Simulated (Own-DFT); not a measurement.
# Computed records: Al3GaN4 (wurtzite random alloy, strained, atoms displaced)

Computed with Own-DFT development build. A calculation, not a measurement: plane-wave PBE density functional theory by an unreviewed code, no spin, of a simulated periodic cell, stress positive in tension, free energy of the whole cell less one offset for each atom, forces on such cells passed a denser k mesh, this cell's mesh not checked; offsets are fitted by least squares, one for each functional and potential file, so energies compare only between cells with the same atoms and settings and are not formation energies; the far tail of each file's local potential was reset to the Coulomb form; each entry is a single point on an unrelaxed cell, so the pressure reflects the starting lattice, mostly measured values, from which strain is counted, and rises with the displacements; printed positions are rounded, which can move forces by about a meV/angstrom; the program is a retired in-house code; no spin-orbit coupling.

```json
{"formula": "Al3GaN4", "kind": "wurtzite random alloy, strained, atoms displaced", "structure": {"cell_angstrom": [[9.4172, 0.0, 0.0], [-4.7086, 8.1556, 0.0], [0.0, 0.0, 10.0655]], "atoms_fractional": [["Al", 0.10987, 0.22224, 0.01332], ["Ga", 0.2277, 0.11594, 0.25383], ["N", 0.10957, 0.21845, 0.18776], ["N", 0.2204, 0.11445, 0.44581], ["Al", 0.12121, 0.2289, 0.49946], ["Al", 0.21898, 0.10206, 0.74711], ["N", 0.09874, 0.21297, 0.68684], ["N", 0.22138, 0.10491, 0.9426], ["Al", 0.10318, 0.55308, 0.01253], ["Ga", 0.21655, 0.44739, 0.26327], ["N", 0.10592, 0.56256, 0.18684], ["N", 0.2379, 0.449, 0.43827], ["Al", 0.10332, 0.54782, 0.49902], ["Al", 0.21036, 0.44552, 0.74681], ["N", 0.10154, 0.54921, 0.68827], ["N", 0.21863, 0.44049, 0.94129], ["Ga", 0.11191, 0.88891, 0.99689], ["Al", 0.22037, 0.77993, 0.24527], ["N", 0.1093, 0.89135, 0.19833], ["N", 0.21559, 0.77346, 0.42909], ["Al", 0.11125, 0.88793, 0.49429], ["Al", 0.22666, 0.77693, 0.75137], ["N", 0.10528, 0.88907, 0.69096], ["N", 0.2278, 0.79409, 0.93736], ["Al", 0.43711, 0.2186, 0.00439], ["Ga", 0.54892, 0.10807, 0.24726], ["N", 0.45237, 0.2307, 0.18547], ["N", 0.55367, 0.10947, 0.43903], ["Al", 0.45017, 0.22637, 0.50439], ["Al", 0.55471, 0.1181, 0.75584], ["N", 0.4511, 0.2247, 0.68384], ["N", 0.56234, 0.12225, 0.94331], ["Ga", 0.44188, 0.54539, 0.00303], ["Al", 0.54302, 0.44119, 0.25039], ["N", 0.44397, 0.55558, 0.19232], ["N", 0.54544, 0.4419, 0.44043], ["Ga", 0.4417, 0.55635, 0.50101], ["Ga", 0.55658, 0.44487, 0.75572], ["N", 0.43686, 0.55282, 0.68821], ["N", 0.55381, 0.44144, 0.93472], ["Al", 0.44951, 0.88708, 0.9946], ["Ga", 0.54929, 0.77416, 0.25046], ["N", 0.43624, 0.88647, 0.1946], ["N", 0.55454, 0.77695, 0.43343], ["Al", 0.44842, 0.89508, 0.5062], ["Al", 0.56174, 0.78762, 0.7451], ["N", 0.44692, 0.89113, 0.68109], ["N", 0.54459, 0.76538, 0.94964], ["Al", 0.76903, 0.22566, 0.99987], ["Al", 0.89237, 0.11537, 0.25031], ["N", 0.78207, 0.22667, 0.19212], ["N", 0.88126, 0.10424, 0.4455], ["Al", 0.78413, 0.21924, 0.49744], ["Al", 0.89657, 0.10433, 0.7475], ["N", 0.77524, 0.2168, 0.6977], ["N", 0.89513, 0.12248, 0.94092], ["Al", 0.7805, 0.55089, 0.00569], ["Al", 0.89399, 0.45, 0.2465], ["N", 0.77608, 0.56776, 0.19199], ["N", 0.88643, 0.43942, 0.43671], ["Al", 0.77409, 0.54765, 0.4979], ["Al", 0.88565, 0.44878, 0.75246], ["N", 0.77641, 0.55488, 0.6857], ["N", 0.89241, 0.43797, 0.93962], ["Al", 0.79047, 0.89747, 0.00101], ["Al", 0.89412, 0.77884, 0.25348], ["N", 0.78488, 0.89487, 0.19672], ["N", 0.89011, 0.78173, 0.44036], ["Al", 0.77062, 0.88366, 0.49327], ["Ga", 0.88891, 0.77819, 0.75259], ["N", 0.78459, 0.89844, 0.69313], ["N", 0.88746, 0.78368, 0.94383]]}, "settings": {"functional": "PBE", "potential_files": "PseudoDojo norm-conserving, scalar-relativistic, standard set with the stringent files for Ga", "wave_cutoff [hartree]": 96.0, "occupations": "Gaussian", "smearing_width [eV]": 0.01, "k_mesh": "4 x 4 x 3 centred on Gamma"}, "results": {"free_energy_of_cell_above_offsets [eV]": "-22.660", "pressure [GPa]": 5.35, "stress_xx [GPa]": -3.97, "stress_yy [GPa]": -3.87, "stress_zz [GPa]": -8.22, "stress_yz [GPa]": -0.51, "stress_xz [GPa]": 0.01, "stress_xy [GPa]": -0.2, "force_element": ["Al", "Ga", "N", "N", "Al", "Al", "N", "N", "Al", "Ga", "N", "N", "Al", "Al", "N", "N", "Ga", "Al", "N", "N", "Al", "Al", "N", "N", "Al", "Ga", "N", "N", "Al", "Al", "N", "N", "Ga", "Al", "N", "N", "Ga", "Ga", "N", "N", "Al", "Ga", "N", "N", "Al", "Al", "N", "N", "Al", "Al", "N", "N", "Al", "Al", "N", "N", "Al", "Al", "N", "N", "Al", "Al", "N", "N", "Al", "Al", "N", "N", "Al", "Ga", "N", "N"], "force_x [eV/angstrom]": [0.034, -0.093, -0.532, 1.363, -1.432, -0.332, 2.731, -0.671, 1.746, 0.547, 0.59, -4.325, 0.358, 1.647, 0.003, -1.147, -1.03, -0.305, 0.748, 0.741, -0.303, -0.952, 2.403, 2.026, 0.493, 1.15, -0.93, 0.111, -0.307, 1.155, -1.12, -1.549, -0.907, 1.541, -0.571, 2.164, 1.967, -0.826, -0.407, 1.552, -0.865, 0.845, 0.192, -0.624, -0.431, 0.1, -0.51, 1.339, 2.845, -0.571, 0.042, 1.622, -1.774, -2.705, 0.079, -0.183, -1.02, -1.889, 0.769, 0.226, -0.592, 0.407, 0.527, -1.454, -2.043, -1.402, 0.029, 0.018, 0.886, -0.54, -1.159, 0.509], "force_y [eV/angstrom]": [0.187, -0.37, 0.935, -0.2, -1.216, 1.761, 2.055, 2.312, 0.271, -0.1, -0.147, -1.755, 1.345, -1.259, 1.321, 0.029, 0.077, 0.373, -0.373, -0.162, -0.067, 0.064, -0.423, -2.698, 0.369, 0.432, -0.053, 0.65, -0.621, -0.33, -1.17, -1.936, 0.24, 1.124, -1.173, -0.315, 1.527, 0.182, 1.006, -0.662, 0.604, 1.179, -0.15, 0.851, -0.853, -1.425, 0.067, 2.584, -0.431, -0.836, 0.372, 1.206, -0.117, 1.788, 0.77, -1.274, 0.786, -0.692, -2.088, 0.113, 1.015, -1.568, -0.129, 1.85, 0.098, 0.816, -0.113, -1.232, 0.365, -0.332, -2.426, -2.03], "force_z [eV/angstrom]": [-3.635, 0.078, 2.405, 0.151, 0.623, 0.327, -0.305, -0.818, -3.616, -3.869, 1.749, 2.158, -0.156, 1.2, -0.225, -0.043, 1.547, 0.509, -0.886, 2.148, 0.605, -0.819, -1.039, -0.148, -1.408, 0.657, 0.365, 0.911, -1.323, -0.936, 1.625, -0.329, -0.354, 0.625, 0.28, -0.642, 0.845, -2.227, 1.363, 2.953, 1.291, -1.208, -2.158, 2.539, -3.294, 1.063, 3.087, -2.026, 0.501, 0.471, -0.597, -1.267, 1.201, 1.546, -0.912, 0.274, -0.696, 0.581, -0.034, -0.004, -0.455, -0.483, 0.109, 0.525, 0.911, 0.078, -0.975, 0.409, 0.721, -0.311, -1.333, 0.096]}}
```
